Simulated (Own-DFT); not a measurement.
# Response to strain: 4H SiC, 32 atoms (C16Si16)

These are calculations, not measurements. They come from Own-DFT, an in-house plane-wave density functional program, since retired, whose code no person has reviewed. Each row is one single-point run on a periodic cell that was not relaxed, without spin or spin-orbit coupling.

Settings of every run: PBE; PseudoDojo norm-conserving scalar-relativistic files; cutoff 42 hartree; 5 x 5 x 3 k mesh centred on Gamma; Fermi-Dirac smearing of 0.1 eV.

Known limits: forces on such cells passed a denser k mesh, each cell not checked; stress not checked against mesh or cutoff.

Unstrained cell vectors in Å: (6.165, 0.000, 0.000); (-3.083, 5.339, 0.000); (0.000, 0.000, 10.068). The unstrained cell has measured lattice constants (interpolated for alloys), not those of this functional. That, the random moves and any unrelaxed bonds set the pressure at no strain. Each run strains this cell uniformly, with the atoms carried along. Every atom was also moved at random, by a Gaussian of width 0.05 Å on each axis. Strain is the symmetric tensor, in per cent. Stress is positive in tension, and the pressure is minus a third of its trace.

| run | e_xx (%) | e_yy (%) | e_zz (%) | e_yz (%) | e_xz (%) | e_xy (%) | s_xx (GPa) | s_yy (GPa) | s_zz (GPa) | s_yz (GPa) | s_xz (GPa) | s_xy (GPa) | P (GPa) | E (meV/atom) |
|---|---|---|---|---|---|---|---|---|---|---|---|---|---|---|
| 1 | 1.37 | -0.97 | 1.04 | -1.72 | 1.05 | 1.12 | 0.18 | -9.95 | 0.80 | -5.27 | 3.08 | 4.48 | 2.99 | 41.9 |
| 2 | -0.05 | 1.63 | 1.75 | 0.72 | 0.51 | -1.60 | -3.00 | 5.20 | 1.53 | 3.85 | 2.83 | -7.86 | -1.24 | 16.1 |
| 3 | 0.13 | -0.12 | 1.84 | -0.32 | -0.58 | -1.76 | 0.13 | -8.34 | 2.86 | -2.28 | -1.25 | -7.10 | 1.78 | 24.4 |
| 4 | -0.40 | 1.98 | -1.65 | 0.85 | -1.29 | 1.51 | -4.64 | 4.00 | -16.58 | 1.46 | -4.93 | 6.41 | 5.74 | 33.4 |
| 5 | -1.48 | 0.25 | 1.27 | 0.05 | 0.66 | 1.64 | -12.73 | -5.00 | 2.20 | 1.66 | 3.63 | 6.95 | 5.18 | 25.6 |
| 6 | 1.95 | 1.54 | 1.11 | 1.20 | -0.77 | 0.53 | 8.23 | 5.00 | 0.75 | 2.74 | -1.60 | 2.32 | -4.66 | 3.8 |
| 7 | -1.16 | 0.15 | 0.79 | -0.50 | 1.85 | -0.99 | -9.27 | -3.30 | -3.52 | -2.42 | 5.16 | -3.87 | 5.36 | 9.3 |
| 8 | -1.92 | 1.01 | 0.12 | 0.13 | -1.52 | -0.44 | -14.90 | 0.50 | -6.84 | -0.07 | -5.35 | -0.74 | 7.08 | 13.2 |
| 9 | -0.74 | -0.70 | 1.59 | -0.92 | -0.76 | -1.11 | -6.77 | -12.11 | 3.73 | -2.09 | -0.68 | -5.36 | 5.05 | 14.3 |
| 10 | 1.58 | 0.33 | 1.92 | -1.93 | -0.26 | 0.16 | 4.53 | -4.17 | 7.37 | -5.48 | -0.52 | -0.37 | -2.58 | 30.7 |
| 11 | 0.03 | -1.91 | 1.70 | 1.18 | 0.22 | 0.00 | -8.17 | -11.18 | 3.07 | 4.73 | 0.79 | 1.45 | 5.43 | 8.4 |
| 12 | -0.29 | 1.14 | -1.76 | 0.85 | 1.23 | -0.21 | -7.12 | -0.88 | -17.78 | 2.11 | 5.17 | -3.38 | 8.59 | 46.0 |
| 13 | 0.90 | 1.93 | 0.50 | 0.55 | 1.45 | -0.94 | 2.95 | 4.77 | -1.82 | 2.30 | 4.89 | -5.50 | -1.97 | 0.0 |
| 14 | 0.45 | -0.35 | 0.70 | 1.68 | 0.57 | 1.44 | -3.76 | -5.48 | -2.00 | 5.25 | 2.09 | 8.56 | 3.75 | 22.5 |
| 15 | 1.21 | 1.08 | -1.74 | 1.47 | -0.73 | 0.81 | 2.77 | 1.30 | -14.94 | 5.61 | -2.86 | 3.60 | 3.62 | 8.8 |
| 16 | 1.28 | -1.12 | 1.74 | -1.77 | 0.27 | -1.44 | ? | ? | ? | ? | ? | ? | ? | ? |

E is the free energy for each atom above the lowest run shown.

## Worked fit

Each stress component was fitted by least squares to a constant and the strains of the runs shown, as fractions, with shears doubled. Shear strains stay in the fit of a normal stress only where such slopes are resolved. The slopes, in GPa:

```
stress,at no strain,per e_xx,per e_yy,per e_zz,scatter
s_xx,-5.1,526 ± 39,155 ± 45,71 ± 40,1.67
s_yy,-5.1,41 ± 48,504 ± 56,7 ± 49,2.07
s_zz,-6.3,70 ± 32,-17 ± 37,576 ± 32,1.35
```

Each shear stress against twice its own strain: yz 164 ± 16, xz 163 ± 13, xy 229 ± 13 GPa. These are stiffnesses along x, y and z of the frame in which the cell vectors are given, which need not be the crystal's axes. The atoms are held to the strained lattice; where symmetry lets them move under strain, relaxing them would lower some slopes. The table should be nearly symmetric about its diagonal, and what it lacks of that shows the noise. A ninth of its sum, 215 ± 7 GPa, estimates the bulk modulus near the mean pressure of these runs, 2.9 GPa, so it lies above the value at zero pressure.

## Withheld run

Question: what normal stresses and pressure should run 16 give?

The fit gives s_xx = 1.1, s_yy = -10.0, s_zz = 4.8 and P = 1.4 GPa. The calculation gave 0.77, -7.62, 3.80 and P = 1.02 GPa.
